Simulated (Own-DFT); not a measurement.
Simulation results for SiC (3C silicon carbide, atoms displaced), SiC (2H silicon carbide, atoms displaced), GaP (zincblende, atoms displaced)

A calculation, not a measurement: plane-wave PBE density functional theory by an unreviewed code, no spin, of a simulated periodic cell, stress positive in tension, free energy of the whole cell less one offset for each atom, forces on such cells passed a denser k mesh, this cell's mesh not checked; offsets are fitted by least squares, one for each functional and potential file, so energies compare only between cells with the same atoms and settings and are not formation energies; the far tail of each file's local potential was reset to the Coulomb form; each entry is a single point on an unrelaxed cell, so the pressure reflects the starting lattice, mostly measured values (interpolated for alloys), from which strain is counted, and rises with the displacements; printed positions are rounded, which can move forces by about a meV/angstrom; the program, named Own-DFT, is a retired in-house code; no spin-orbit coupling. Program: Own-DFT development build.

Settings shared by all entries: functional PBE; potential files PseudoDojo norm-conserving, scalar-relativistic, standard set; wave cutoff 42 hartree; occupations Fermi-Dirac; smearing width 0.1 eV.

```yaml
- entry: 1
  formula: SiC
  kind: "3C silicon carbide, atoms displaced"
  structure:
    cell_angstrom: [[8.7192, 0.0, 0.0], [0.0, 8.7192, 0.0], [0.0, 0.0, 8.7192]]
    atoms_fractional:
      - [Si, 0.0022, 0.00724, 0.9965]
      - [Si, 0.99694, 0.25134, 0.2542]
      - [Si, 0.24878, 0.99622, 0.25256]
      - [Si, 0.25532, 0.25028, 0.99759]
      - [C, 0.12242, 0.1292, 0.12825]
      - [C, 0.12384, 0.37078, 0.37367]
      - [C, 0.3713, 0.12729, 0.37797]
      - [C, 0.37162, 0.37352, 0.12439]
      - [Si, 0.99471, 0.99789, 0.50128]
      - [Si, 0.00339, 0.244, 0.74903]
      - [Si, 0.24725, 0.00186, 0.75572]
      - [Si, 0.24961, 0.24558, 0.50362]
      - [C, 0.12221, 0.12502, 0.62973]
      - [C, 0.1244, 0.37251, 0.8756]
      - [C, 0.37112, 0.12907, 0.87961]
      - [C, 0.37103, 0.37974, 0.62701]
      - [Si, 0.99557, 0.49724, 0.00038]
      - [Si, 0.99745, 0.75268, 0.2538]
      - [Si, 0.24705, 0.49732, 0.24728]
      - [Si, 0.24704, 0.74736, 0.00189]
      - [C, 0.12663, 0.62377, 0.12375]
      - [C, 0.11785, 0.87885, 0.37538]
      - [C, 0.37661, 0.62111, 0.37492]
      - [C, 0.37119, 0.87606, 0.12105]
      - [Si, 0.00046, 0.50049, 0.4956]
      - [Si, 0.00092, 0.74772, 0.75606]
      - [Si, 0.25287, 0.49969, 0.74228]
      - [Si, 0.24416, 0.74945, 0.50053]
      - [C, 0.12538, 0.62227, 0.62833]
      - [C, 0.12462, 0.87116, 0.87643]
      - [C, 0.37684, 0.62583, 0.87999]
      - [C, 0.37545, 0.87547, 0.62571]
      - [Si, 0.50616, 0.99743, 0.00417]
      - [Si, 0.50353, 0.24631, 0.25063]
      - [Si, 0.75128, 0.99905, 0.24865]
      - [Si, 0.75068, 0.25028, 0.00022]
      - [C, 0.62626, 0.11976, 0.13178]
      - [C, 0.62466, 0.37183, 0.38075]
      - [C, 0.87811, 0.12322, 0.37321]
      - [C, 0.86853, 0.37268, 0.13031]
      - [Si, 0.4962, 0.99172, 0.50307]
      - [Si, 0.50682, 0.24786, 0.74718]
      - [Si, 0.75331, 0.00348, 0.75089]
      - [Si, 0.74573, 0.25185, 0.5018]
      - [C, 0.62638, 0.12626, 0.6247]
      - [C, 0.62299, 0.38068, 0.87183]
      - [C, 0.86909, 0.12575, 0.86745]
      - [C, 0.87803, 0.37645, 0.62152]
      - [Si, 0.5022, 0.49889, 0.00477]
      - [Si, 0.49642, 0.74857, 0.24587]
      - [Si, 0.75024, 0.49841, 0.253]
      - [Si, 0.75408, 0.75164, 0.00206]
      - [C, 0.62154, 0.63051, 0.12837]
      - [C, 0.62868, 0.87579, 0.37307]
      - [C, 0.87619, 0.62724, 0.37454]
      - [C, 0.87195, 0.87201, 0.12877]
      - [Si, 0.49333, 0.50173, 0.50281]
      - [Si, 0.4987, 0.74737, 0.74837]
      - [Si, 0.74283, 0.49485, 0.74646]
      - [Si, 0.75234, 0.75013, 0.50159]
      - [C, 0.62234, 0.62538, 0.62606]
      - [C, 0.62642, 0.86746, 0.86806]
      - [C, 0.88205, 0.62779, 0.87391]
      - [C, 0.87684, 0.87314, 0.6307]
  settings:
    k_mesh: "4 x 4 x 4 centred on Gamma"
  results:
    "free_energy_of_cell_above_offsets [eV]": "-9.390"
    "pressure [GPa]": 3.86
    "stress_xx [GPa]": -3.8
    "stress_yy [GPa]": -3.9
    "stress_zz [GPa]": -3.87
    "stress_yz [GPa]": -0.4
    "stress_xz [GPa]": 0.71
    "stress_xy [GPa]": 0.15
    force_element: [Si, Si, Si, Si, C, C, C, C, Si, Si, Si, Si, C, C, C, C, Si, Si, Si, Si, C, C, C, C, Si, Si, Si, Si, C, C, C, C, Si, Si, Si, Si, C, C, C, C, Si, Si, Si, Si, C, C, C, C, Si, Si, Si, Si, C, C, C, C, Si, Si, Si, Si, C, C, C, C]
    "force_x [eV/angstrom]": [-0.564, 0.404, -0.318, -1.808, 0.517, 0.276, 0.8, 1.448, 0.459, -0.949, 0.585, -0.42, 0.641, 0.08, 2.121, 1.191, 0.824, 0.467, 0.392, 0.545, -1.134, 1.037, -1.211, 0.332, 0.201, 0.419, -0.93, 0.639, -0.445, 0.031, -0.396, -1.135, -1.02, -1.153, 0.458, -0.699, 0.14, -0.648, -1.244, 0.708, 1.006, -1.889, -1.375, 1.54, -0.248, 0.208, 1.276, -0.623, -0.735, 0.082, -0.962, -0.612, 1.25, -0.952, -0.21, 0.904, 1.154, -0.255, 2.129, -0.544, 0.186, 0.306, -2.11, -0.167]
    "force_y [eV/angstrom]": [-1.123, -0.521, 1.193, 0.538, -0.373, 0.681, -1.231, -0.104, 0.56, 2.086, -0.523, 0.935, -1.079, 0.151, -1.287, -1.929, 0.053, -0.553, -0.007, 0.149, -0.006, -0.853, 0.898, -0.247, -0.173, 0.286, 0.396, 0.021, 0.654, 0.97, -0.428, -0.52, -0.153, 0.637, -0.192, -0.068, 0.904, 0.911, 0.209, 0.313, 1.579, 0.637, -1.604, -0.619, -0.958, -1.547, 0.579, -0.529, 0.604, 0.716, 0.735, -0.694, -1.457, -0.458, -0.497, 1.116, -0.426, 0.064, 1.51, 0.019, -0.284, 1.624, -1.388, 0.103]
    "force_z [eV/angstrom]": [0.9, -0.594, -0.485, 1.025, -0.641, 0.516, -0.198, 0.388, 0.393, 0.26, -0.429, -0.181, -0.989, -0.281, -1.102, -0.806, -0.089, -1.066, 0.564, -0.517, 0.774, 0.379, -0.391, 0.939, 0.718, -1.179, 2.871, -0.108, -0.904, 0.189, -0.882, 0.521, -1.259, 0.563, 0.986, -0.139, -1.502, -0.844, 0.784, -0.796, -0.985, 0.746, -0.799, -0.326, -0.069, 1.202, 1.846, 0.513, -0.434, 1.135, 0.264, -0.73, -0.623, 0.502, 0.264, -0.936, -0.42, 0.603, -0.023, 0.078, -0.685, 1.281, 0.773, -0.562]
- entry: 2
  formula: SiC
  kind: "2H silicon carbide, atoms displaced"
  structure:
    cell_angstrom: [[9.2481, 0.0, 0.0], [-4.6241, 8.0091, 0.0], [0.0, 0.0, 10.0681]]
    atoms_fractional:
      - [Si, 0.00151, 0.99677, 0.00474]
      - [Si, 0.11799, 0.22167, 0.2503]
      - [C, 0.00915, 0.00421, 0.18753]
      - [C, 0.11365, 0.21452, 0.4444]
      - [Si, 0.00659, 0.00662, 0.50476]
      - [Si, 0.12089, 0.23475, 0.74739]
      - [C, 0.99257, 0.99544, 0.69271]
      - [C, 0.12479, 0.22946, 0.94952]
      - [Si, 0.99544, 0.3222, 0.01086]
      - [Si, 0.11665, 0.55938, 0.25992]
      - [C, 0.00018, 0.33422, 0.19236]
      - [C, 0.11734, 0.5595, 0.43483]
      - [Si, 0.00695, 0.33628, 0.50793]
      - [Si, 0.11205, 0.55576, 0.73965]
      - [C, 0.01374, 0.33092, 0.69731]
      - [C, 0.11591, 0.5619, 0.94008]
      - [Si, 0.9923, 0.66358, 0.99532]
      - [Si, 0.11741, 0.89504, 0.24079]
      - [C, 0.99787, 0.66082, 0.18356]
      - [C, 0.11062, 0.89512, 0.44005]
      - [Si, 0.00249, 0.65909, 0.50084]
      - [Si, 0.10447, 0.88296, 0.75468]
      - [C, 0.99469, 0.67096, 0.67647]
      - [C, 0.11179, 0.90574, 0.944]
      - [Si, 0.33315, 0.00165, 0.99734]
      - [Si, 0.45013, 0.22377, 0.24725]
      - [C, 0.3255, 0.99585, 0.1874]
      - [C, 0.42721, 0.20661, 0.43254]
      - [Si, 0.32865, 0.99826, 0.50385]
      - [Si, 0.43559, 0.21624, 0.7518]
      - [C, 0.34163, 0.99196, 0.70252]
      - [C, 0.43208, 0.21615, 0.9321]
      - [Si, 0.32875, 0.33075, 0.99225]
      - [Si, 0.4487, 0.56393, 0.25669]
      - [C, 0.32949, 0.33096, 0.19248]
      - [C, 0.44038, 0.55183, 0.44023]
      - [Si, 0.33693, 0.33318, 0.49299]
      - [Si, 0.45371, 0.56005, 0.75261]
      - [C, 0.33369, 0.33351, 0.68876]
      - [C, 0.44755, 0.54713, 0.9336]
      - [Si, 0.3215, 0.66064, 0.00554]
      - [Si, 0.43407, 0.88622, 0.25632]
      - [C, 0.33528, 0.66306, 0.17621]
      - [C, 0.44555, 0.89923, 0.43548]
      - [Si, 0.33282, 0.66223, 0.49021]
      - [Si, 0.43582, 0.88158, 0.75754]
      - [C, 0.32947, 0.66514, 0.67746]
      - [C, 0.44021, 0.88745, 0.92471]
      - [Si, 0.66712, 0.01229, 0.99068]
      - [Si, 0.77301, 0.22446, 0.24137]
      - [C, 0.65437, 0.9981, 0.1894]
      - [C, 0.78571, 0.2291, 0.44111]
      - [Si, 0.67189, 0.01008, 0.50295]
      - [Si, 0.77723, 0.22342, 0.74316]
      - [C, 0.67559, 0.00823, 0.68663]
      - [C, 0.76617, 0.2292, 0.93235]
      - [Si, 0.66344, 0.33484, 0.00555]
      - [Si, 0.77249, 0.55362, 0.25247]
      - [C, 0.66938, 0.34175, 0.20023]
      - [C, 0.76948, 0.55039, 0.43513]
      - [Si, 0.67785, 0.34065, 0.50246]
      - [Si, 0.78066, 0.53628, 0.75454]
      - [C, 0.66906, 0.32357, 0.68764]
      - [C, 0.78249, 0.56799, 0.9275]
      - [Si, 0.67779, 0.67185, 0.99828]
      - [Si, 0.77979, 0.90039, 0.25794]
      - [C, 0.67893, 0.6666, 0.18304]
      - [C, 0.77954, 0.89953, 0.42861]
      - [Si, 0.66638, 0.66367, 0.49662]
      - [Si, 0.79888, 0.89541, 0.7483]
      - [C, 0.66753, 0.67435, 0.6992]
      - [C, 0.77543, 0.90149, 0.9392]
  settings:
    hardware: "one NVIDIA H100"
    k_mesh: "4 x 4 x 3 centred on Gamma"
  results:
    "free_energy_of_cell_above_offsets [eV]": "-2.174"
    "pressure [GPa]": 6.77
    "stress_xx [GPa]": -7.21
    "stress_yy [GPa]": -3.63
    "stress_zz [GPa]": -9.48
    "stress_yz [GPa]": 0.19
    "stress_xz [GPa]": 0.51
    "stress_xy [GPa]": 0.48
    force_element: [Si, Si, C, C, Si, Si, C, C, Si, Si, C, C, Si, Si, C, C, Si, Si, C, C, Si, Si, C, C, Si, Si, C, C, Si, Si, C, C, Si, Si, C, C, Si, Si, C, C, Si, Si, C, C, Si, Si, C, C, Si, Si, C, C, Si, Si, C, C, Si, Si, C, C, Si, Si, C, C, Si, Si, C, C, Si, Si, C, C]
    "force_x [eV/angstrom]": [-2.891, -1.421, -1.838, -1.178, -0.902, 1.871, 5.177, -4.549, -0.147, -0.8, 0.122, -0.343, 0.405, 0.307, -4.532, -2.017, 1.935, -1.856, -0.077, 0.655, -1.998, 0.77, 1.192, 2.107, 0.26, -2.232, 2.55, 2.172, 0.234, 1.248, -4.348, 1.747, 2.663, 1.075, 1.877, 0.9, -0.158, -1.745, 1.375, -0.842, 2.696, 0.766, -0.566, 0.749, 0.17, 3.217, 0.982, 0.193, -0.855, 1.563, 0.701, -0.082, -0.238, 2.009, -0.024, 2.302, -1.27, 1.706, -0.121, 1.301, -1.577, -2.213, -2.29, 0.627, -2.707, 0.928, -2.425, 0.47, -0.582, -6.642, 2.274, 2.171]
    "force_y [eV/angstrom]": [2.37, -0.37, -0.272, 2.661, -2.2, -3.18, 3.512, -2.547, 2.04, -0.74, -0.369, -1.159, -1.048, 0.734, 1.711, -1.795, 1.194, -2.164, 0.635, -1.999, 2.308, 1.368, -1.836, -3.907, -0.776, -0.982, 1.55, 2.587, -0.593, 0.056, 1.481, 1.306, 1.904, -1.442, 1.638, 0.819, -1.199, -0.398, 0.558, 1.787, 1.132, 0.402, 0.718, -1.662, 2.538, -0.619, 0.054, -0.321, -1.942, -0.617, 0.781, 0.427, -0.85, -0.985, -1.854, 0.162, 0.83, 1.908, -1.598, 1.045, -2.292, 2.6, 1.279, -2.145, 0.577, -0.835, 1.147, -1.088, 1.835, -1.921, -1.178, -0.771]
    "force_z [eV/angstrom]": [0.079, 0.776, 0.592, -1.073, -0.315, 2.747, -1.881, -2.69, -2.108, -4.339, 0.719, 1.862, -1.275, 2.113, -2.116, -1.515, 0.989, 2.233, 1.243, -0.527, -2.271, -0.179, 2.968, -1.836, 0.124, 0.705, -1.281, 1.032, 0.725, -0.924, -3.018, 1.994, 2.847, -2.773, -1.008, -0.727, 1.479, -0.729, -1.309, 1.54, -3.856, -2.147, 5.42, 1.197, 2.112, -4.362, 0.996, 6.024, 1.24, 2.436, -1.05, -0.697, -0.54, 1.458, 0.555, 0.839, -0.801, -0.227, -2.971, 0.849, -0.737, -2.599, -0.442, 2.547, -0.436, -4.359, 1.283, 4.399, 1.669, 2.206, -2.646, -0.233]
    "wall_time [s]": 355.2
- entry: 3
  formula: GaP
  kind: "zincblende, atoms displaced"
  structure:
    cell_angstrom: [[10.901, 0.0, 0.0], [0.0, 10.901, 0.0], [0.0, 0.0, 10.901]]
    atoms_fractional:
      - [Ga, 0.98065, 0.00041, 0.00258]
      - [Ga, 0.01586, 0.25059, 0.25658]
      - [Ga, 0.26114, 0.00141, 0.24467]
      - [Ga, 0.26182, 0.24236, 0.00473]
      - [P, 0.11786, 0.12822, 0.11937]
      - [P, 0.13829, 0.36876, 0.37225]
      - [P, 0.3767, 0.1157, 0.38583]
      - [P, 0.39195, 0.39747, 0.12999]
      - [Ga, 0.00972, 0.00104, 0.5015]
      - [Ga, 0.99262, 0.23228, 0.75258]
      - [Ga, 0.25405, 0.98564, 0.72665]
      - [Ga, 0.2529, 0.23768, 0.49887]
      - [P, 0.13198, 0.12949, 0.61756]
      - [P, 0.11578, 0.37227, 0.87765]
      - [P, 0.38206, 0.11052, 0.86462]
      - [P, 0.37725, 0.39528, 0.61986]
      - [Ga, 0.00638, 0.49893, 0.98975]
      - [Ga, 0.98812, 0.7623, 0.23753]
      - [Ga, 0.25372, 0.49605, 0.25566]
      - [Ga, 0.25254, 0.77309, 0.99699]
      - [P, 0.13147, 0.62962, 0.11253]
      - [P, 0.13159, 0.86044, 0.39431]
      - [P, 0.37925, 0.63107, 0.36235]
      - [P, 0.36785, 0.85378, 0.11932]
      - [Ga, 0.99584, 0.50041, 0.48945]
      - [Ga, 0.00213, 0.75147, 0.75522]
      - [Ga, 0.23902, 0.50909, 0.7528]
      - [Ga, 0.24994, 0.75655, 0.51347]
      - [P, 0.13197, 0.63335, 0.61476]
      - [P, 0.12211, 0.84983, 0.86743]
      - [P, 0.37391, 0.62697, 0.87703]
      - [P, 0.39811, 0.86847, 0.61803]
      - [Ga, 0.49178, 0.99557, 0.99016]
      - [Ga, 0.50309, 0.25914, 0.24654]
      - [Ga, 0.74069, 0.98999, 0.26054]
      - [Ga, 0.75451, 0.26048, 0.99386]
      - [P, 0.62775, 0.12858, 0.13847]
      - [P, 0.6278, 0.37981, 0.37226]
      - [P, 0.86565, 0.1397, 0.38138]
      - [P, 0.86466, 0.37253, 0.1252]
      - [Ga, 0.49951, 0.9981, 0.49645]
      - [Ga, 0.50295, 0.25145, 0.73822]
      - [Ga, 0.73568, 0.99647, 0.75052]
      - [Ga, 0.74571, 0.23832, 0.48744]
      - [P, 0.60993, 0.11826, 0.61589]
      - [P, 0.62018, 0.36257, 0.88335]
      - [P, 0.89005, 0.13708, 0.88174]
      - [P, 0.88304, 0.36851, 0.63274]
      - [Ga, 0.50394, 0.50659, 0.00618]
      - [Ga, 0.49181, 0.75606, 0.25424]
      - [Ga, 0.74953, 0.5178, 0.23449]
      - [Ga, 0.7359, 0.74083, 0.98716]
      - [P, 0.6351, 0.6243, 0.11024]
      - [P, 0.6202, 0.88463, 0.38171]
      - [P, 0.88591, 0.62159, 0.37823]
      - [P, 0.86929, 0.8807, 0.12704]
      - [Ga, 0.49584, 0.49714, 0.49894]
      - [Ga, 0.49404, 0.75193, 0.74801]
      - [Ga, 0.74695, 0.50822, 0.75053]
      - [Ga, 0.75581, 0.75439, 0.51006]
      - [P, 0.6159, 0.61664, 0.62365]
      - [P, 0.62047, 0.87214, 0.88111]
      - [P, 0.86853, 0.61625, 0.86166]
      - [P, 0.85729, 0.87134, 0.61765]
  settings:
    k_mesh: "3 x 3 x 3 centred on Gamma"
  results:
    "free_energy_of_cell_above_offsets [eV]": "-23.971"
    "pressure [GPa]": 5.43
    "stress_xx [GPa]": -5.48
    "stress_yy [GPa]": -4.99
    "stress_zz [GPa]": -5.82
    "stress_yz [GPa]": 0.7
    "stress_xz [GPa]": -0.84
    "stress_xy [GPa]": -0.36
    force_element: [Ga, Ga, Ga, Ga, P, P, P, P, Ga, Ga, Ga, Ga, P, P, P, P, Ga, Ga, Ga, Ga, P, P, P, P, Ga, Ga, Ga, Ga, P, P, P, P, Ga, Ga, Ga, Ga, P, P, P, P, Ga, Ga, Ga, Ga, P, P, P, P, Ga, Ga, Ga, Ga, P, P, P, P, Ga, Ga, Ga, Ga, P, P, P, P]
    "force_x [eV/angstrom]": [2.044, -2.063, -1.181, 0.056, 1.076, -0.509, 0.032, -2.01, -1.349, 2.635, -0.252, 1.029, -1.03, 1.901, -1.527, -1.819, -1.456, 2.284, -0.264, -1.614, -0.672, -1.455, -1.053, 2.57, 1.721, -2.439, 0.228, 2.564, -1.917, 0.71, -0.079, -2.136, 0.852, -0.069, 1.126, -0.205, -0.196, 0.102, 3.589, 2.125, -0.26, -0.723, 0.739, -2.0, 1.893, -0.517, -3.615, -1.206, 0.269, 1.997, 1.121, 2.523, -2.048, 0.298, -2.205, -1.832, 1.012, 1.25, -1.138, -2.516, 0.779, -0.217, 1.551, 3.498]
    "force_y [eV/angstrom]": [-0.478, 0.088, -0.59, 0.987, -1.127, 0.587, 1.147, -2.531, -0.118, 2.342, 0.229, 2.058, -1.082, -1.255, 1.361, -2.605, 0.612, -1.871, 1.24, -4.04, -0.053, 2.176, -0.939, 4.074, -1.638, -1.975, -0.575, -0.71, -1.548, 4.52, 0.3, 0.435, -0.018, -0.382, 1.966, -1.484, -0.804, 0.442, -3.534, 0.957, 0.086, 0.514, 0.585, 2.857, 0.977, 1.627, -2.357, 0.437, 0.026, -0.004, -1.706, 0.809, 1.174, -2.713, 1.915, -0.302, 1.004, -1.575, -2.492, -3.106, 1.256, 0.243, 1.701, 2.882]
    "force_z [eV/angstrom]": [-0.312, -0.649, 0.365, -0.613, 0.387, 1.026, -2.147, 0.21, -0.453, -2.023, 1.168, -0.019, 1.761, -1.135, -0.666, 1.489, 1.475, 1.434, -1.063, -1.714, 0.909, -3.088, 2.332, 2.13, 1.719, -2.757, 0.113, -0.755, 1.33, 0.817, 0.129, -0.27, 2.317, 0.887, -0.759, 1.067, -1.858, 0.025, -2.612, 0.556, 0.106, 0.451, -0.045, 2.991, 0.823, -1.534, 0.601, -1.088, -2.123, -0.773, 1.959, -0.458, 1.783, -0.341, -1.852, -0.69, -1.973, 1.182, -1.043, -2.451, 0.025, -1.076, 1.769, 3.008]
```
